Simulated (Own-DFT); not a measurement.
# Strain and stress in 4H SiC, 32 atoms (C16Si16)

These are calculations, not measurements. They come from Own-DFT, an in-house plane-wave density functional program, since retired, whose code no person has reviewed. Each row is one single-point run on a periodic cell that was not relaxed, without spin or spin-orbit coupling.

Settings of every run: PBE; PseudoDojo norm-conserving scalar-relativistic files; cutoff 42 hartree; 5 x 5 x 3 k mesh centred on Gamma; Fermi-Dirac smearing of 0.1 eV.

Known limits: forces on such cells passed a denser k mesh, each cell not checked; stress not checked against mesh or cutoff.

Unstrained cell vectors in Å: (6.165, 0.000, 0.000); (-3.083, 5.339, 0.000); (0.000, 0.000, 10.068). The unstrained cell has measured lattice constants (interpolated for alloys), not those of this functional. That, the random moves and any unrelaxed bonds set the pressure at no strain. Each run strains this cell uniformly, with the atoms carried along. Every atom was also moved at random, by a Gaussian of width 0.05 Å on each axis. Strain is the symmetric tensor, in per cent. Stress is positive in tension, and the pressure is minus a third of its trace.

```
run,e_xx (%),e_yy (%),e_zz (%),e_yz (%),e_xz (%),e_xy (%),s_xx (GPa),s_yy (GPa),s_zz (GPa),s_yz (GPa),s_xz (GPa),s_xy (GPa),P (GPa),E (meV/atom)
1,1.10,1.76,1.71,-1.33,1.68,-1.60,5.23,5.00,3.62,-3.71,4.28,-7.58,-4.62,1.9
2,-0.63,1.69,1.87,-1.99,-0.64,-1.04,-5.72,4.08,3.66,-6.14,-1.18,-3.87,-0.67,27.7
3,-0.24,-1.77,1.31,0.97,1.04,1.40,-8.31,-13.76,0.90,2.22,3.56,6.47,7.06,19.3
4,1.26,1.35,-0.11,-1.26,1.64,0.28,2.16,3.53,-5.88,-3.12,5.26,2.82,0.06,7.7
5,-1.35,-1.97,-1.79,-1.56,1.13,1.28,-17.46,-17.13,-19.47,-5.83,4.17,3.45,18.02,44.2
6,0.78,-0.45,1.06,-1.96,1.37,0.57,0.00,-5.00,-0.74,-5.36,4.52,1.06,1.91,5.0
7,0.41,0.22,0.31,-0.21,0.70,-0.76,-2.25,-1.22,-5.29,-1.96,2.10,-5.48,2.92,0.0
8,-0.42,-1.40,0.97,1.80,-0.67,-1.75,-6.43,-15.11,-2.86,6.70,-1.42,-8.69,8.14,44.2
9,0.43,1.13,1.48,-1.32,-1.56,-1.64,-3.33,4.38,1.92,-3.37,-4.53,-8.20,-0.99,17.2
10,-0.35,0.76,0.10,1.12,-0.40,-1.86,-7.52,0.49,-5.86,4.11,-1.06,-8.12,4.29,13.2
11,-0.31,-0.53,1.38,0.35,0.13,1.29,-7.12,-5.61,1.10,2.43,1.90,4.31,3.88,7.4
12,-1.92,1.79,-1.15,-1.88,-0.41,1.00,-16.26,2.05,-10.57,-7.72,-1.73,3.17,8.26,19.1
13,-1.73,0.98,-0.17,-0.56,1.51,1.01,-11.55,-4.17,-9.03,-2.36,5.46,5.36,8.25,39.9
14,-1.03,-0.63,-1.42,1.85,-0.67,1.24,-13.50,-9.13,-19.69,6.51,-4.40,7.96,14.11,80.7
15,-0.40,-1.86,-0.95,0.01,1.43,0.18,-11.33,-19.16,-8.63,0.84,4.76,2.00,13.04,25.3
16,1.83,-0.78,0.47,1.02,-0.82,0.02,?,?,?,?,?,?,?,?
```

E is the free energy for each atom above the lowest run shown.

## Worked fit

Each stress component was fitted by least squares to a constant and the strains of the runs shown, as fractions, with shears doubled. Shear strains stay in the fit of a normal stress only where such slopes are resolved. The slopes, in GPa:

| stress | at no strain | per e_xx | per e_yy | per e_zz | scatter |
|---|---|---|---|---|---|
| s_xx | -5.8 | 526 ± 49 | 102 ± 30 | 116 ± 41 | 1.49 |
| s_yy | -4.8 | 143 ± 65 | 550 ± 39 | 44 ± 53 | 1.95 |
| s_zz | -6.7 | 49 ± 71 | 35 ± 43 | 562 ± 59 | 2.14 |

Each shear stress against twice its own strain: yz 166 ± 12, xz 164 ± 15, xy 235 ± 23 GPa. These are stiffnesses along x, y and z of the frame in which the cell vectors are given, which need not be the crystal's axes. The atoms are held to the strained lattice; where symmetry lets them move under strain, relaxing them would lower some slopes. The table should be nearly symmetric about its diagonal, and what it lacks of that shows the noise. A ninth of its sum, 236 ± 5 GPa, estimates the bulk modulus near the mean pressure of these runs, 5.6 GPa, so it lies above the value at zero pressure.

## Withheld run

Question: what normal stresses and pressure should run 16 give?

The fit gives s_xx = 3.6, s_yy = -6.3, s_zz = -3.5 and P = 2.0 GPa. The calculation gave 3.93, -7.39, -4.19 and P = 2.55 GPa.
